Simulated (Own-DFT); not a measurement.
# How strain changes the stress of wurtzite AlGaN with randomly placed atoms, 96 atoms (Al12Ga36N48)

These are calculations, not measurements. The program, named Own-DFT, is a retired in-house plane-wave density functional code that no person has reviewed. Each row is one single-point run on a periodic cell that was not relaxed, without spin or spin-orbit coupling.

Settings of every run: PBE; PseudoDojo norm-conserving scalar-relativistic files (stringent for Ga); cutoff 96 hartree; 3 x 4 x 3 k mesh centred on Gamma; Gaussian smearing of 0.01 eV.

Known limits: k mesh not checked against a denser one; stress not checked against mesh or cutoff.

Unstrained cell vectors in Å: (12.679, 0.000, 0.000); (-4.755, 8.235, 0.000); (0.000, 0.000, 10.268). The unstrained cell has measured lattice constants (interpolated for alloys), not those of this functional. That, the random moves and any unrelaxed bonds set the pressure at no strain. Each run strains this cell uniformly, with the atoms carried along. Every atom was also moved at random, by a Gaussian of width 0.05 Å on each axis. The random placing of the alloy's atoms differs from row to row. Strain is the symmetric tensor, in per cent. Stress is positive in tension, and the pressure is minus a third of its trace.

| run | e_xx (%) | e_yy (%) | e_zz (%) | s_xx (GPa) | s_yy (GPa) | s_zz (GPa) | P (GPa) | E (meV/atom) |
|---|---|---|---|---|---|---|---|---|
| 1 | -0.25 | -0.25 | 0.00 | -8.83 | -6.10 | -7.58 | 7.50 | 0.0 |
| 2 | -1.50 | -1.50 | 0.00 | -13.91 | -13.78 | -11.58 | 13.09 | 27.6 |
| 3 | 2.50 | 2.50 | 0.00 | 5.29 | 4.65 | -3.41 | -2.17 | 12.0 |
| 4 | -0.75 | -0.75 | 0.00 | -12.76 | -10.13 | -7.82 | 10.23 | 26.2 |
| 5 | 0.75 | 0.75 | 0.00 | -3.79 | -2.21 | -6.43 | 4.15 | 8.2 |
| 6 | -1.00 | -1.00 | 0.00 | -11.71 | -14.95 | -9.43 | 12.03 | 45.2 |
| 7 | -2.25 | -2.25 | 0.00 | -21.55 | -19.89 | -10.74 | 17.39 | 57.4 |
| 8 | -3.00 | -3.00 | 0.00 | -27.85 | -25.73 | -11.76 | 21.78 | 87.9 |
| 9 | -2.00 | -2.00 | 0.00 | ? | ? | ? | ? | ? |

E is the free energy for each atom above the lowest run shown.

## Worked fit

The change of volume is close to e_xx + e_yy + e_zz. A straight line through the runs shown gives P = 7.60 - 216 x (fractional change of volume) GPa, with an error of 11 on the slope and a scatter of 1.00 GPa. The strain isn't the same on all axes and the cell isn't cubic, so the slope belongs to this path and is not the bulk modulus.

## Withheld run

Question: what pressure should run 9 give? Its volume changes by -3.96 %.

The line gives 16.1 GPa. The calculation gave 16.49 GPa.
